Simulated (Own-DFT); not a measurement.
## Calculated data, Hf31O64 (monoclinic hafnia with one vacancy, atoms displaced), Hf32O63 (monoclinic hafnia with one vacancy, atoms displaced)

Computed with Own-DFT development build. A calculation, not a measurement: plane-wave PBE density functional theory by an unreviewed code, no spin, of a simulated periodic cell, stress positive in tension, free energy of the whole cell less one offset for each atom, defect cell not probed for a lower state with spin; hafnium file: forces about 75 meV/angstrom off all-electron values; oxygen file: force components 24 meV/angstrom off all-electron in one glass; forces on such cells passed a denser k mesh, this cell's mesh not checked; offsets are fitted by least squares, one for each functional and potential file, so energies compare only between cells with the same atoms and settings and are not formation energies; the far tail of each file's local potential was reset to the Coulomb form; each entry is a single point on an unrelaxed cell, so the pressure reflects the starting lattice, mostly measured values, from which strain is counted, and rises with the displacements; printed positions are rounded, which can move forces by about a meV/angstrom; the program is a retired in-house code; no spin-orbit coupling; before rounding, a Quantum ESPRESSO 7.3.1 run of the same cell and cutoff gave forces within 1 meV/angstrom rms on each cell, which checks the program and not the settings.

Settings shared by all entries: functional PBE; potential files PseudoDojo norm-conserving, scalar-relativistic, standard set; wave cutoff 72 hartree; occupations Fermi-Dirac; smearing width 0.1 eV; k mesh 2 x 2 x 2 centred on Gamma.

(1) Hf31O64 (monoclinic hafnia with one vacancy, atoms displaced)

```xyz
95
Lattice="10.2340 0.0000 0.0000 0.0000 10.3500 0.0000 -1.6955 0.0000 10.4453" Properties=species:S:1:pos:R:3 Hf31O64
Hf     1.2873     0.2362     1.0605
Hf     3.4135     2.8086     1.5810
Hf     3.0273     4.9211     4.1694
Hf     0.8401     2.3651     3.6533
O      0.0605     1.7572     1.8328
O      4.6538     4.3325     0.8546
O      4.2167     3.5052     3.3887
O     -0.4112     0.8879     4.4624
O      1.9132     3.8490     2.5651
O      2.8597     1.4142     0.0829
O      2.4022     1.2621     2.6686
O      1.3912     3.8357     5.1460
Hf     0.3215     0.1755     6.3212
Hf     2.6116     2.7725     6.8672
Hf    -0.0309     2.3383     8.8402
O     -0.8054     1.8243     7.0851
O      3.7799     4.3085     6.0390
O      3.3290     3.5157     8.5640
O     -1.2193     0.9157     9.6291
O      1.0170     4.0256     7.7516
O      1.9162     1.3530     5.3176
O      1.4970     1.2724     7.9850
O      0.6239     3.8591    10.2391
Hf     1.2006     5.4569     1.1300
Hf     3.4104     8.0654     1.4821
Hf     3.0448    10.1056     4.1551
Hf     0.7757     7.5208     3.6304
O      0.0173     6.8764     1.7981
O      4.6640     9.5242     0.8831
O      4.3121     8.7762     3.3905
O     -0.2775     6.0379     4.3153
O      1.9513     9.1114     2.4586
O      2.7881     6.4650     0.1288
O      2.4111     6.4868     2.7109
O      1.5221     8.9870     5.2130
Hf     0.2893     5.4428     6.3106
Hf     2.5896     8.0077     6.8124
Hf     2.1925    10.1332     9.3447
Hf    -0.0063     7.5047     8.9486
O     -0.7693     6.9139     7.0198
O      3.7026     9.5590     6.1071
O      3.3612     8.6631     8.6220
O     -1.1321     5.9955     9.7063
O      1.0787     9.0620     7.7957
O      1.8747     6.4195     5.3612
O      1.5787     6.4926     7.9953
O      0.6459     9.0653    10.3318
Hf     6.3299     0.1988     1.1774
Hf     8.5459     2.8162     1.5961
Hf     8.1883     5.0505     4.1489
Hf     6.0086     2.3681     3.6948
O      5.2270     1.7481     1.8012
O      9.7317     4.2534     0.7867
O      9.2296     3.4459     3.4657
O      4.8011     0.8979     4.4376
O      7.0073     3.8639     2.4579
O      7.8870     1.3555     0.0786
O      7.5199     1.2901     2.7217
O      6.5153     3.8832     5.0617
Hf     5.5603     0.1924     6.4050
Hf     7.6587     2.8373     6.6410
Hf     7.2455     4.9780     9.3873
Hf     5.1656     2.3395     8.8585
O      4.3115     1.7132     7.0546
O      8.8586     4.3023     6.0688
O      8.4590     3.4192     8.6538
O      4.0305     0.9041     9.6673
O      6.0833     3.8425     7.6974
O      7.1318     1.2806     5.3138
O      6.6452     1.2810     7.9076
O      5.7981     3.8819    10.3688
Hf     6.3408     5.3529     1.0378
Hf     8.5405     7.9573     1.5238
Hf     8.1082    10.1263     4.1212
Hf     5.9858     7.5717     3.7174
O      5.2924     6.8865     1.7967
O      9.7016     9.4838     0.7447
O      9.2469     8.6441     3.4409
O      4.8309     5.9597     4.3454
O      7.0222     9.0932     2.4527
O      7.9291     6.5278     0.0986
O      7.5041     6.4227     2.7163
O      6.5361     8.9782     5.1038
Hf     5.4876     5.3893     6.4435
Hf     7.6954     8.0282     6.7266
Hf     7.2626    10.1647     9.3667
Hf     5.0676     7.5787     8.9138
O      4.3501     6.8348     6.9897
O      8.7971     9.4896     6.0549
O      8.4446     8.7058     8.6263
O      3.9318     6.0110     9.6252
O      6.2414     9.0655     7.8066
O      7.0906     6.4606     5.3301
O      6.6769     6.3246     7.8069
O      5.6958     8.9923    10.2761
```

The calculation gives: free energy of cell above offsets -76.264 eV; pressure 4.54 GPa; stress xx -4.87 GPa; stress yy -4.61 GPa; stress zz -4.14 GPa; stress yz -0.7 GPa; stress xz 0.43 GPa; stress xy 0.44 GPa.

Force:
| element | x (eV/Å) | y (eV/Å) | z (eV/Å) |
| --- | --- | --- | --- |
| Hf | -1.301 | 1.009 | -0.65 |
| Hf | 1.581 | 1.094 | -2.434 |
| Hf | 0.237 | 0.894 | 0.791 |
| Hf | -0.795 | 0.273 | 1.818 |
| O | 0.487 | -1.008 | -0.3 |
| O | -0.736 | -1.237 | 0.812 |
| O | 0.755 | -0.825 | 0.24 |
| O | -0.069 | -0.628 | -0.031 |
| O | -0.804 | 1.269 | -0.506 |
| O | -0.418 | -1.361 | 0.344 |
| O | -0.014 | -0.77 | 0.6 |
| O | 0.197 | -0.257 | -0.364 |
| Hf | 0.541 | 1.302 | -0.354 |
| Hf | -0.898 | 2.274 | -1.054 |
| Hf | -0.021 | 3.11 | 2.481 |
| O | 0.116 | -1.89 | -2.35 |
| O | -0.35 | -0.608 | -0.115 |
| O | 1.524 | -0.921 | 0.825 |
| O | -0.054 | -0.838 | 0.608 |
| O | -0.72 | -1.069 | -1.188 |
| O | -0.11 | -0.796 | -0.01 |
| O | 0.76 | -1.29 | -0.892 |
| O | -0.826 | -0.444 | 1.649 |
| Hf | 2.233 | -2.098 | -1.994 |
| Hf | 1.797 | -2.883 | -0.046 |
| Hf | 0.523 | 1.195 | 0.695 |
| Hf | 1.364 | 0.885 | 1.298 |
| O | -0.398 | 0.896 | 0.436 |
| O | -0.925 | -0.207 | -1.123 |
| O | -0.196 | -0.925 | 0.024 |
| O | -1.501 | -0.768 | 0.421 |
| O | -1.116 | 0.241 | 0.682 |
| O | -0.58 | 2.204 | 1.107 |
| O | -0.48 | -0.272 | 0.492 |
| O | -1.145 | -0.043 | -1.33 |
| Hf | 3.016 | -1.562 | 1.42 |
| Hf | -0.267 | -2.364 | -0.735 |
| Hf | 0.854 | 1.336 | 0.646 |
| Hf | 0.723 | -1.141 | 0.257 |
| O | -1.186 | 1.138 | 0.285 |
| O | 1.579 | 0.326 | -0.077 |
| O | 0.826 | 0.015 | 0.639 |
| O | -1.77 | 0.342 | -0.837 |
| O | -0.883 | 1.239 | -0.494 |
| O | 0.843 | 1.331 | -0.326 |
| O | -1.052 | 0.877 | -0.816 |
| O | -0.048 | -0.025 | 0.055 |
| Hf | 0.647 | 1.48 | -1.953 |
| Hf | 0.399 | -0.084 | -1.851 |
| Hf | -1.345 | -1.187 | -0.533 |
| Hf | -1.431 | 0.825 | -0.007 |
| O | -0.538 | 0.028 | 0.363 |
| O | 0.809 | 0.806 | 0.549 |
| O | 1.044 | -0.158 | 0.275 |
| O | -0.336 | -0.362 | 0.404 |
| O | -0.481 | 0.871 | 0.58 |
| O | 0.885 | -0.116 | 0.737 |
| O | 0.142 | -1.219 | 0.445 |
| O | 0.811 | -0.701 | 0.433 |
| Hf | -1.649 | 0.508 | -1.699 |
| Hf | 0.854 | 0.06 | 1.472 |
| Hf | 1.837 | -1.072 | -0.305 |
| Hf | -1.775 | 1.742 | 2.065 |
| O | 0.829 | -1.122 | -0.38 |
| O | -0.058 | 0.78 | -0.784 |
| O | -1.353 | 1.093 | -0.283 |
| O | -2.153 | -1.341 | -0.452 |
| O | 0.727 | 0.448 | 0.059 |
| O | -0.507 | 0.379 | 0.517 |
| O | 0.514 | -0.879 | -0.405 |
| O | -0.598 | -0.636 | -0.843 |
| Hf | -0.988 | 0.064 | -0.319 |
| Hf | -0.262 | 0.554 | -1.021 |
| Hf | 0.493 | 0.938 | -0.086 |
| Hf | -1.633 | -2.195 | -0.951 |
| O | -1.489 | 1.392 | 0.115 |
| O | 0.748 | -0.075 | 1.067 |
| O | 1.224 | -0.793 | -0.142 |
| O | -0.398 | 0.96 | 0.339 |
| O | -0.02 | -0.068 | 0.906 |
| O | 0.518 | 0.083 | -0.393 |
| O | 0.801 | 0.18 | 0.215 |
| O | 0.164 | 0.857 | 0.809 |
| Hf | -0.124 | -1.272 | -3.427 |
| Hf | 0.486 | -2.092 | 0.914 |
| Hf | 0.769 | 0.07 | 0.861 |
| Hf | -0.671 | -1.793 | 0.386 |
| O | -1.109 | 2.208 | 0.677 |
| O | 1.196 | 0.916 | -0.401 |
| O | 1.177 | -1.042 | -0.142 |
| O | 1.165 | 0.827 | -0.225 |
| O | -1.438 | 0.592 | -1.482 |
| O | 0.338 | 1.004 | 0.113 |
| O | 0.495 | 1.132 | 2.287 |
| O | -0.004 | 0.391 | 0.897 |

(2) Hf31O64 (monoclinic hafnia with one vacancy, atoms displaced)

```xyz
95
Lattice="10.2340 0.0000 0.0000 0.0000 10.3500 0.0000 -1.6955 0.0000 10.4453" Properties=species:S:1:pos:R:3 Hf31O64
Hf     3.4665     2.8188     1.5686
Hf     2.9990     4.9181     4.1526
Hf     0.7538     2.4768     3.6574
O      0.1494     1.6665     1.7469
O      4.5573     4.2871     0.7103
O      4.1987     3.4577     3.4612
O     -0.3318     0.8850     4.4421
O      1.8944     3.9943     2.4448
O      2.7509     1.3216     0.0693
O      2.3274     1.2446     2.7162
O      1.4719     3.8182     5.1219
Hf     0.3229     0.2655     6.3628
Hf     2.5650     2.7538     6.7107
Hf     2.1656     4.9622     9.3462
Hf    -0.0853     2.4381     8.8918
O     -0.8473     1.6874     7.0112
O      3.7223     4.4021     6.0052
O      3.2936     3.4798     8.6150
O     -1.1759     0.9565     9.6568
O      1.0344     3.9064     7.7835
O      1.9410     1.2970     5.3273
O      1.5854     1.1861     7.9277
O      0.5880     3.8703    10.2458
Hf     1.2483     5.4124     1.0876
Hf     3.4975     8.0282     1.4579
Hf     3.0129    10.1240     4.1741
Hf     0.7593     7.6316     3.7070
O     -0.0082     6.8445     1.7770
O      4.6826     9.5734     0.7833
O      4.1373     8.6141     3.4289
O     -0.2689     6.0255     4.4236
O      1.9197     9.0093     2.5221
O      2.7779     6.5802     0.1251
O      2.3952     6.4220     2.7368
O      1.5338     8.9839     5.1152
Hf     0.4406     5.3982     6.3616
Hf     2.5185     7.9546     6.7560
Hf     2.2478    10.0927     9.3247
Hf    -0.1068     7.4991     8.8798
O     -0.7345     6.8887     7.0070
O      3.7644     9.4396     5.9920
O      3.3868     8.6375     8.6072
O     -1.1317     6.0636     9.6252
O      1.0655     9.1102     7.7832
O      1.8590     6.5222     5.3488
O      1.6472     6.3827     7.8300
O      0.6107     9.0353    10.3441
Hf     6.2689     0.1859     1.0445
Hf     8.6142     2.8633     1.4944
Hf     8.1805     4.9266     4.1583
Hf     5.8628     2.4446     3.7894
O      5.1539     1.7236     1.7731
O      9.7204     4.3183     0.8559
O      9.2951     3.4144     3.3856
O      4.7394     0.8249     4.4200
O      7.0747     3.9539     2.4655
O      7.7899     1.3730     0.1829
O      7.4808     1.2198     2.7354
O      6.6010     3.7859     5.0911
Hf     5.5081     0.2129     6.3845
Hf     7.6790     2.7403     6.6412
Hf     7.2040     4.9590     9.3890
Hf     5.1022     2.3719     8.8905
O      4.3772     1.6798     7.0233
O      8.8483     4.3048     6.0855
O      8.4275     3.5587     8.6048
O      4.0187     0.8429     9.5921
O      6.1864     3.7849     7.6865
O      7.0839     1.3911     5.2792
O      6.6479     1.2606     7.8926
O      5.7469     3.8097    10.2889
Hf     6.4009     5.4578     1.1636
Hf     8.5145     8.0259     1.4764
Hf     8.1983    10.1271     4.1772
Hf     5.9162     7.4233     3.7767
O      5.2939     6.8698     1.8674
O      9.7177     9.4701     0.8319
O      9.3154     8.6388     3.3335
O      4.7112     5.9649     4.4121
O      7.0133     9.0317     2.4771
O      7.8499     6.5205     0.0930
O      7.4829     6.4482     2.8064
O      6.5229     8.9651     5.0436
Hf     5.4543     5.3127     6.3590
Hf     7.7992     7.9462     6.6304
Hf     7.2509    10.1398     9.3148
Hf     5.0450     7.5307     8.9523
O      4.3788     6.8897     7.0307
O      8.8440     9.5322     6.0569
O      8.5125     8.6308     8.6526
O      3.9701     6.1014     9.6389
O      6.1912     9.1228     7.7783
O      7.0588     6.5207     5.2907
O      6.7230     6.4850     7.9659
O      5.7033     9.0696    10.3913
```

Results for Hf31O64 (monoclinic hafnia with one vacancy, atoms displaced): free energy of cell above offsets -75.681 eV; pressure 5.33 GPa; stress xx -5.24 GPa; stress yy -5.74 GPa; stress zz -5.01 GPa; stress yz 0.11 GPa; stress xz -0.27 GPa; stress xy -0.84 GPa.

Force:
| element | x (eV/Å) | y (eV/Å) | z (eV/Å) |
| --- | --- | --- | --- |
| Hf | -1.115 | -2.191 | -1.688 |
| Hf | -0.74 | 2.151 | -1.076 |
| Hf | 1.524 | -3.446 | -1.081 |
| O | -1.277 | 1.384 | 0.593 |
| O | 1.372 | 0.788 | 1.172 |
| O | -0.527 | 0.159 | -0.195 |
| O | -0.405 | 0.035 | 0.124 |
| O | -0.15 | -1.004 | 1.046 |
| O | 1.273 | 1.026 | -0.525 |
| O | 0.67 | 1.289 | 1.096 |
| O | -0.331 | 0.005 | 0.297 |
| Hf | 1.938 | -0.76 | -0.479 |
| Hf | 0.539 | -0.039 | 0.96 |
| Hf | 0.381 | -0.09 | 0.305 |
| Hf | 0.17 | -1.025 | 1.747 |
| O | 0.151 | 0.518 | 0.371 |
| O | -0.2 | -1.653 | 1.286 |
| O | 1.38 | -0.781 | -0.454 |
| O | -1.557 | -0.175 | -1.112 |
| O | -0.041 | 0.097 | -1.679 |
| O | -0.054 | 0.693 | 0.663 |
| O | -0.492 | 1.294 | -0.634 |
| O | -0.239 | 0.31 | 0.906 |
| Hf | 0.064 | 1.127 | 0.066 |
| Hf | -1.818 | 0.898 | 1.109 |
| Hf | -0.402 | 0.145 | -1.771 |
| Hf | 1.469 | -0.768 | -1.444 |
| O | 0.197 | 0.008 | 0.206 |
| O | -2.476 | -2.403 | -0.223 |
| O | 1.004 | -0.653 | -0.412 |
| O | -1.839 | -1.056 | -0.001 |
| O | 0.608 | -0.517 | 0.332 |
| O | 0.758 | -0.702 | -0.488 |
| O | -0.128 | 0.036 | -0.14 |
| O | -1.59 | 0.218 | 0.682 |
| Hf | -0.496 | -0.841 | -1.017 |
| Hf | 1.595 | 0.67 | -0.787 |
| Hf | -2.396 | 1.116 | 1.056 |
| Hf | 1.546 | 2.334 | 1.675 |
| O | -0.438 | 0.328 | -0.569 |
| O | 0.831 | 0.205 | 1.191 |
| O | 0.188 | -0.34 | 0.097 |
| O | -1.963 | -1.618 | 0.269 |
| O | -0.442 | -0.405 | -1.176 |
| O | 1.107 | -0.16 | -0.113 |
| O | -0.865 | -0.01 | 1.44 |
| O | 1.421 | -1.075 | -0.72 |
| Hf | 3.356 | 1.854 | 2.625 |
| Hf | -0.781 | -3.395 | -0.052 |
| Hf | 0.658 | 1.142 | -0.172 |
| Hf | 1.062 | -3.416 | -2.634 |
| O | -0.318 | 0.841 | 0.662 |
| O | 0.659 | 1.08 | -0.891 |
| O | -0.335 | 0.797 | 0.698 |
| O | 0.772 | 1.084 | 0.277 |
| O | -0.749 | 0.056 | 0.571 |
| O | 1.686 | 0.193 | -1.334 |
| O | -0.113 | 0.408 | 0.712 |
| O | -0.327 | 1.526 | 0.375 |
| Hf | -0.527 | -1.565 | -2.047 |
| Hf | 0.856 | 1.228 | 1.771 |
| Hf | 1.802 | 0.364 | -0.914 |
| Hf | -0.754 | 0.124 | 1.104 |
| O | -1.41 | 1.197 | -0.301 |
| O | 0.61 | 0.366 | -0.807 |
| O | 0.52 | -0.656 | 0.284 |
| O | -1.374 | -0.403 | -0.843 |
| O | -1.071 | 1.752 | -0.377 |
| O | -0.502 | -1.45 | 0.427 |
| O | 0.521 | -0.218 | 0.654 |
| O | -0.246 | 0.815 | 0.167 |
| Hf | -0.741 | -1.448 | -1.164 |
| Hf | 0.947 | 0.188 | 0.625 |
| Hf | -1.401 | 0.641 | -2.886 |
| Hf | -0.623 | 2.317 | -0.953 |
| O | -1.864 | 0.814 | -0.724 |
| O | -0.638 | 0.121 | -1.042 |
| O | -0.168 | 0.473 | 1.386 |
| O | 0.604 | -0.027 | 0.419 |
| O | -0.571 | 0.439 | 0.364 |
| O | 0.907 | -0.052 | 0.687 |
| O | 0.854 | -0.96 | -0.261 |
| O | 0.954 | 0.743 | 1.194 |
| Hf | 0.335 | 1.536 | -0.212 |
| Hf | -1.887 | -0.143 | 1.983 |
| Hf | 2.118 | 0.094 | 2.491 |
| Hf | 1.191 | 1.083 | -1.279 |
| O | -0.141 | -0.215 | -0.155 |
| O | 0.404 | -0.209 | 0.063 |
| O | -0.79 | 0.443 | -0.578 |
| O | -1.809 | -1.575 | 0.581 |
| O | 0.07 | -0.209 | -0.849 |
| O | 0.281 | -1.205 | 1.013 |
| O | -0.379 | -1.006 | -0.074 |
| O | 0.141 | -0.688 | -1.488 |

(3) Hf32O63 (monoclinic hafnia with one vacancy, atoms displaced)

```xyz
95
Lattice="10.2340 0.0000 0.0000 0.0000 10.3500 0.0000 -1.6955 0.0000 10.4453" Properties=species:S:1:pos:R:3 Hf32O63
Hf     1.3925     0.1240     1.0459
Hf     3.6058     2.6825     1.6196
Hf     3.0992     4.9442     4.1569
Hf     0.9006     2.4214     3.6190
O      0.1528     1.7688     1.8394
O      4.4954     4.1667     0.8325
O      4.1575     3.3242     3.3262
O     -0.3320     0.9475     4.3045
O      1.7950     3.8432     2.4996
O      2.8372     1.2917     0.0625
O      2.5281     1.2528     2.8223
O      1.4222     3.8986     5.1710
Hf     0.3538     0.2412     6.3386
Hf     2.6205     2.7790     6.6724
Hf     2.1883     4.9855     9.5042
Hf    -0.1010     2.4642     8.9285
O     -0.8364     1.7384     7.0722
O      3.7867     4.1965     5.8697
O      3.3687     3.5098     8.5814
O     -1.3767     0.8501     9.5660
O      1.1872     3.7786     7.6767
O      1.9313     1.3091     5.2993
O      1.4942     1.2970     7.9591
O      0.4691     3.9841    10.3090
Hf     1.2038     5.4594     1.0447
Hf     3.3951     8.0255     1.5756
Hf     2.8998    10.1121     4.1145
Hf     0.6685     7.6099     3.7623
O      0.0588     6.7555     1.8550
O      4.5777     9.4553     0.7571
O      4.1875     8.6394     3.2370
O     -0.4111     5.9093     4.3520
O      1.7351     9.1461     2.5000
O      2.7064     6.6470     0.1000
O      2.3795     6.4264     2.7953
O      1.4897     9.2307     5.1913
Hf     0.4158     5.4289     6.2955
Hf     2.5075     7.8535     6.6606
Hf     2.1737    10.1514     9.3059
Hf    -0.0362     7.5361     8.9112
O     -0.8651     6.7690     7.0456
O      3.6637     9.3816     6.1094
O      3.3725     8.5197     8.6428
O     -1.1481     6.0912     9.7003
O      0.9662     9.1046     7.6390
O      2.0643     6.3532     5.2900
O      1.2609     6.5649     8.0489
O      0.6756     8.9490    10.4214
Hf     6.4269     0.2953     0.8893
Hf     8.5926     2.7651     1.6744
Hf     8.1787     4.8979     4.2204
Hf     5.9517     2.1791     3.6209
O      5.0977     1.6824     1.7400
O      9.6570     4.1986     0.8914
O      9.2466     3.3441     3.5826
O      4.7156     0.8657     4.4175
O      7.1325     3.8568     2.5653
O      7.9542     1.3075     0.1392
O      7.4853     1.1460     2.8224
O      6.5386     3.8177     4.9627
Hf     5.4654     0.0643     6.1771
Hf     7.6274     2.8886     6.7842
Hf     7.3545     4.9724     9.2981
Hf     5.0465     2.2597     8.8771
O      4.3371     1.9157     7.0789
O      8.7210     4.2486     6.1356
O      8.4059     3.5582     8.7420
O      3.9598     0.8965     9.6792
O      6.0620     3.9807     7.7556
O      7.1289     1.3701     5.1590
O      6.6781     1.3432     7.9007
O      5.5978     3.7194    10.3431
Hf     6.3735     5.3193     1.1181
Hf     8.4056     7.9090     1.6029
Hf     8.1082    10.0852     4.3045
Hf     5.8205     7.6448     3.6256
O      5.1996     6.8434     1.7304
O      9.7049     9.6109     0.9279
O      9.2454     8.5740     3.3985
O      4.7791     6.0789     4.4420
O      7.1359     9.2039     2.4256
O      7.8624     6.3992     0.3272
O      7.3436     6.5303     2.7664
Hf     5.4318     5.3200     6.2962
Hf     7.7177     8.0283     6.8092
Hf     7.3231    10.0437     9.3150
Hf     5.2981     7.5028     8.8955
O      4.4603     6.8711     7.0988
O      8.8247     9.4868     5.9994
O      8.4961     8.6946     8.6542
O      3.9000     6.0546     9.5733
O      6.1484     9.1423     7.7217
O      7.0724     6.6106     5.3947
O      6.6363     6.2822     8.0653
O      5.8378     9.0012    10.1323
```

Results for Hf32O63 (monoclinic hafnia with one vacancy, atoms displaced): free energy of cell above offsets -80.785 eV; pressure 8.93 GPa; stress xx -9.77 GPa; stress yy -7.83 GPa; stress zz -9.2 GPa; stress yz 0.7 GPa; stress xz 0.29 GPa; stress xy 1.24 GPa.

Force:
| element | x (eV/Å) | y (eV/Å) | z (eV/Å) |
| --- | --- | --- | --- |
| Hf | -4.362 | 2.399 | -0.56 |
| Hf | -6.79 | 1.443 | -2.288 |
| Hf | -1.058 | -1.181 | -3.03 |
| Hf | -1.279 | -0.185 | 1.027 |
| O | 0.647 | -0.908 | -0.69 |
| O | 2.33 | 3.086 | -1.145 |
| O | 1.221 | 1.471 | 2.793 |
| O | -1.132 | -2.438 | 1.896 |
| O | 1.055 | 1.616 | -0.166 |
| O | -0.476 | 0.293 | -0.096 |
| O | -0.675 | -1.064 | -1.07 |
| O | 0.101 | -0.257 | -0.795 |
| Hf | -0.206 | 2.665 | -0.256 |
| Hf | -0.82 | -0.092 | 1.027 |
| Hf | 0.692 | -1.083 | -1.479 |
| Hf | 0.359 | -1.278 | 0.503 |
| O | -0.311 | 0.27 | -0.304 |
| O | 1.238 | 0.885 | 0.874 |
| O | -0.224 | 0.312 | 0.826 |
| O | 3.296 | 1.664 | 0.653 |
| O | -2.657 | 2.886 | 0.699 |
| O | 0.517 | 0.294 | 0.52 |
| O | 0.23 | -1.049 | -0.288 |
| O | 0.486 | -1.145 | -1.087 |
| Hf | 0.971 | -2.911 | 1.897 |
| Hf | 0.44 | -2.189 | -2.69 |
| Hf | 1.663 | 1.494 | -0.025 |
| Hf | 0.472 | -1.705 | -2.386 |
| O | -2.076 | 2.865 | 1.448 |
| O | 1.164 | 0.862 | -0.059 |
| O | -0.554 | 1.945 | 2.834 |
| O | 2.478 | 2.211 | 1.376 |
| O | 0.819 | -1.352 | 1.696 |
| O | 1.234 | -1.46 | 0.786 |
| O | -0.129 | 0.77 | -0.348 |
| O | -1.861 | -4.127 | -1.072 |
| Hf | -0.834 | -3.119 | 0.507 |
| Hf | 2.244 | 1.658 | 3.462 |
| Hf | 0.719 | -1.633 | 0.04 |
| Hf | -2.237 | 2.599 | 2.74 |
| O | -0.912 | 1.176 | -0.498 |
| O | 2.136 | 0.943 | -1.118 |
| O | -0.826 | 1.05 | -0.475 |
| O | -2.421 | -0.402 | -1.171 |
| O | 0.416 | -0.429 | 0.753 |
| O | -1.588 | 2.504 | 1.882 |
| O | 5.181 | -3.771 | -3.521 |
| O | -1.093 | 1.598 | -1.59 |
| Hf | 0.23 | -2.273 | 3.788 |
| Hf | 0.976 | -1.014 | -1.773 |
| Hf | -2.448 | -0.682 | -1.265 |
| Hf | 0.624 | 2.82 | 1.081 |
| O | 5.19 | -3.412 | 0.19 |
| O | 0.937 | 1.968 | -1.008 |
| O | 0.885 | 0.281 | 0.004 |
| O | -0.865 | -1.723 | 0.695 |
| O | -1.94 | 1.363 | -0.643 |
| O | 0.056 | 0.027 | -0.286 |
| O | -0.346 | 0.803 | -2.188 |
| O | -0.808 | -0.072 | 1.749 |
| Hf | -0.604 | 2.117 | 1.291 |
| Hf | -1.443 | -3.244 | -0.267 |
| Hf | -1.923 | -1.026 | 4.571 |
| Hf | 1.588 | 4.143 | 0.648 |
| O | 1.005 | -3.231 | -2.331 |
| O | 3.248 | 3.185 | -0.825 |
| O | 1.782 | -2.293 | -1.875 |
| O | -2.779 | -1.343 | -1.594 |
| O | 0.808 | -0.607 | -0.703 |
| O | -0.845 | -0.776 | 2.665 |
| O | -0.529 | -1.663 | -0.015 |
| O | 0.415 | 1.001 | 0.193 |
| Hf | -0.479 | -1.313 | -0.321 |
| Hf | 2.871 | 1.206 | -1.057 |
| Hf | 0.807 | 2.195 | -4.432 |
| Hf | 1.753 | -1.982 | 0.704 |
| O | -1.403 | 0.914 | 0.498 |
| O | 0.124 | -1.496 | -0.708 |
| O | 0.729 | -0.354 | 1.419 |
| O | -0.392 | 0.278 | -0.559 |
| O | -2.302 | -0.889 | 0.717 |
| O | 0.841 | 0.685 | -2.204 |
| O | 0.953 | -1.275 | 0.705 |
| Hf | 1.088 | 0.461 | -0.14 |
| Hf | -0.15 | -1.821 | -1.127 |
| Hf | 0.358 | 3.927 | 1.495 |
| Hf | -5.006 | -0.541 | 1.077 |
| O | -1.645 | 0.089 | -1.506 |
| O | 1.028 | -0.77 | 1.855 |
| O | 0.674 | -1.897 | -1.215 |
| O | 0.213 | -0.288 | 1.064 |
| O | 0.118 | -0.824 | -1.623 |
| O | -0.383 | 0.267 | 0.305 |
| O | 0.97 | 2.642 | -1.915 |
| O | -1.569 | -0.744 | 2.829 |
